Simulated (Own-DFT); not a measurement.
# Strain and stress in beta-Si3N4, 112 atoms (N64Si48)

These are calculations, not measurements. They come from Own-DFT, an in-house plane-wave density functional program, since retired, whose code no person has reviewed. Each row is one single-point run on a periodic cell that was not relaxed, without spin or spin-orbit coupling.

Settings of every run: PBE; PseudoDojo norm-conserving scalar-relativistic files; cutoff 42 hartree; 2 x 2 x 4 k mesh centred on Gamma; Fermi-Dirac smearing of 0.1 eV.

Known limits: forces on such cells moved up to 12 meV/angstrom on a denser k mesh; stress not checked against mesh or cutoff.

Unstrained cell vectors in Å: (15.212, 0.000, 0.000); (-7.606, 13.174, 0.000); (0.000, 0.000, 5.818). The unstrained cell has measured lattice constants (interpolated for alloys), not those of this functional. That, the random moves and any unrelaxed bonds set the pressure at no strain. Each run strains this cell uniformly, with the atoms carried along. Every atom was also moved at random, by a Gaussian of width 0.05 Å on each axis. Strain is the symmetric tensor, in per cent. Stress is positive in tension, and the pressure is minus a third of its trace.

```
run  e_xx (%)  e_yy (%)  e_zz (%)  e_yz (%)  e_xz (%)  e_xy (%)  s_xx (GPa)  s_yy (GPa)  s_zz (GPa)  s_yz (GPa)  s_xz (GPa)  s_xy (GPa)  P (GPa)  E (meV/atom)
  1      1.90      0.11     -0.71     -0.03     -0.38      1.11        2.50       -4.91      -10.91       -0.67       -0.39        4.32     4.44           0.0
  2      1.63     -0.31      0.12     -1.82      1.34      1.33        0.36       -6.98       -9.28       -6.82        4.61        5.76     5.30          36.0
  3      1.96      0.62     -0.91     -0.51     -1.52     -1.91        1.61       -3.68      -11.59       -3.89       -5.48       -7.36     4.56          32.6
  4      1.78      1.27      0.89     -0.07     -1.52      0.79        3.12        2.42       -0.19        0.64       -3.62        2.94    -1.78          11.3
  5     -1.39      1.64     -0.40     -1.38      0.78     -0.36      -14.22       -0.92      -12.92       -6.03        2.57       -3.53     9.36          40.9
  6      1.01      1.16     -1.38     -1.97      1.17      0.83       -3.08       -0.73      -18.68       -5.71        3.89        4.17     7.50          64.4
  7     -0.94     -0.94     -1.12     -0.89     -0.76     -0.51      -14.51      -13.06      -21.72       -3.35       -3.45       -2.77    16.43          44.7
  8     -1.87      0.58     -1.16     -0.28     -0.17     -0.88      -17.98      -10.15      -19.87       -1.06        0.32       -1.65    16.00          69.1
  9     -1.68     -0.25     -0.59      0.50      1.30      0.02      -18.38       -9.83      -16.77        0.38        4.44       -1.37    14.99          49.4
 10      1.60     -0.99     -0.94     -1.40     -0.98      1.28       -0.35      -13.43      -15.19       -5.91       -2.64        5.02     9.66          43.7
 11      0.64     -1.71     -1.70     -0.21     -1.39     -0.62       -7.50      -18.98      -23.85       -1.42       -6.03       -3.37    16.78          73.1
 12     -0.78      1.84      1.06     -0.41     -1.49     -1.51       -8.37        2.12       -3.01       -1.10       -4.98       -6.64     3.09          29.6
 13     -0.69      1.50     -0.12      0.97      1.47     -1.06       -7.03       -2.90      -11.95        2.64        5.84       -3.18     7.30          47.8
 14      1.69     -0.96      1.38      1.34      1.88      1.46        0.95       -8.52       -1.65        4.87        5.21        4.64     3.07          35.1
 15     -0.94      1.32      0.20     -0.33     -0.91      1.52       -9.30       -3.01       -8.40       -1.79       -2.91        6.80     6.90          28.9
 16     -1.27     -0.23     -0.88      0.37     -1.17      1.69      -17.03      -11.53      -17.47        0.86       -3.34        6.49    15.34          68.1
 17      0.24     -1.43      1.24     -0.75      1.11     -1.00           ?           ?           ?           ?           ?           ?        ?             ?
```

E is the free energy for each atom above the lowest run shown.

## Worked fit

Each stress component was fitted by least squares to a constant and the strains of the runs shown, as fractions, with shears doubled. Shear strains stay in the fit of a normal stress only where such slopes are resolved. The slopes, in GPa:

| stress | at no strain | per e_xx | per e_yy | per e_zz | scatter |
|---|---|---|---|---|---|
| s_xx | -7.7 | 524 ± 23 | 126 ± 32 | 97 ± 38 | 1.21 |
| s_yy | -7.6 | 120 ± 26 | 501 ± 36 | 131 ± 43 | 1.37 |
| s_zz | -10.9 | 147 ± 23 | 142 ± 32 | 634 ± 38 | 1.21 |

Each shear stress against twice its own strain: yz 169 ± 16, xz 163 ± 8, xy 207 ± 14 GPa. These are stiffnesses along x, y and z of the frame in which the cell vectors are given, which need not be the crystal's axes. The atoms are held to the strained lattice; where symmetry lets them move under strain, relaxing them would lower some slopes. The table should be nearly symmetric about its diagonal, and what it lacks of that shows the noise. A ninth of its sum, 269 ± 6 GPa, estimates the bulk modulus near the mean pressure of these runs, 8.7 GPa, so it lies above the value at zero pressure.

## Withheld run

Question: what normal stresses and pressure should run 17 give?

The fit gives s_xx = -7.0, s_yy = -12.9, s_zz = -4.7 and P = 8.2 GPa. The calculation gave -7.40, -14.96, -1.83 and P = 8.06 GPa.
